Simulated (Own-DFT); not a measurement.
# Point defects and the pressure they add: 3C SiC

Calculated, not measured: single-point runs of Own-DFT, a retired in-house plane-wave DFT program that no person has reviewed, on unrelaxed cells, without spin or spin-orbit coupling.

All runs used: PBE; PseudoDojo norm-conserving scalar-relativistic files; cutoff 42 hartree; 4 x 4 x 4 k mesh centred on Gamma; Fermi-Dirac smearing of 0.1 eV.

Keep in mind (not all hold for every row): some atoms lie very close together; not probed for a lower state with spin; forces on such cells failed a check on a denser k mesh; forces on such cells passed a denser k mesh, each cell not checked; stress not checked against mesh or cutoff.

All runs share one cell, with vectors in Å (8.719, 0.000, 0.000); (0.000, 8.719, 0.000); (0.000, 0.000, 8.719) and a volume of 662.9 Å³. The atoms are randomly displaced, by u rms on each axis. The defect's site can differ from row to row.

```
cell,formula,u (Å),P (GPa)
no defect,C32Si32,0.0287,3.70
no defect,C32Si32,0.0310,4.00
no defect,C32Si32,0.0612,6.29
two Al on a Si site each,Al2C32Si30,0.0307,6.09
two Al on a Si site each,Al2C32Si30,0.0499,7.21
two Al on a Si site each,Al2C32Si30,0.0504,7.62
one Si on a C site,C31Si33,0.0272,10.79
one Si on a C site,C31Si33,0.0311,?
one Si on a C site,C31Si33,0.0494,12.82
one Si on a C site,C31Si33,0.0522,12.99
one C on a Si site,C33Si31,0.0308,1.78
one C on a Si site,C33Si31,0.0469,2.50
one C on a Si site,C33Si31,0.0477,3.13
one C vacancy,C31Si32,0.0282,3.20
one C vacancy,C31Si32,0.0515,4.27
one C vacancy,C31Si32,0.0517,4.28
```

## Fit

P = P0 + c u² + a shift for each defect gives P0 = 3.09 GPa, c = 854 ± 73 GPa/Å² and a scatter of 0.26 GPa. The shifts, and each times the cell's volume:

- one Si on a C site: 7.43 ± 0.21 GPa, 30.7 eV
- two Al on a Si site each: 2.18 ± 0.21 GPa, 9.0 eV (4.5 eV for each of its 2 sites)
- one C vacancy: -0.92 ± 0.21 GPa, -3.8 eV
- one C on a Si site: -2.16 ± 0.21 GPa, -8.9 eV

Against the defect-free cell, a freed cell would be larger where the shift is positive and smaller where it is negative (160.2 GPa Å³ is 1 eV). The atoms around the defects weren't relaxed, which would change these numbers.

## Withheld run

Question: what pressure belongs in the blank (one Si on a C site, u = 0.0311 Å)?

The fitted form gives 11.34 ± 0.31 GPa. The hidden result is 11.36 GPa.
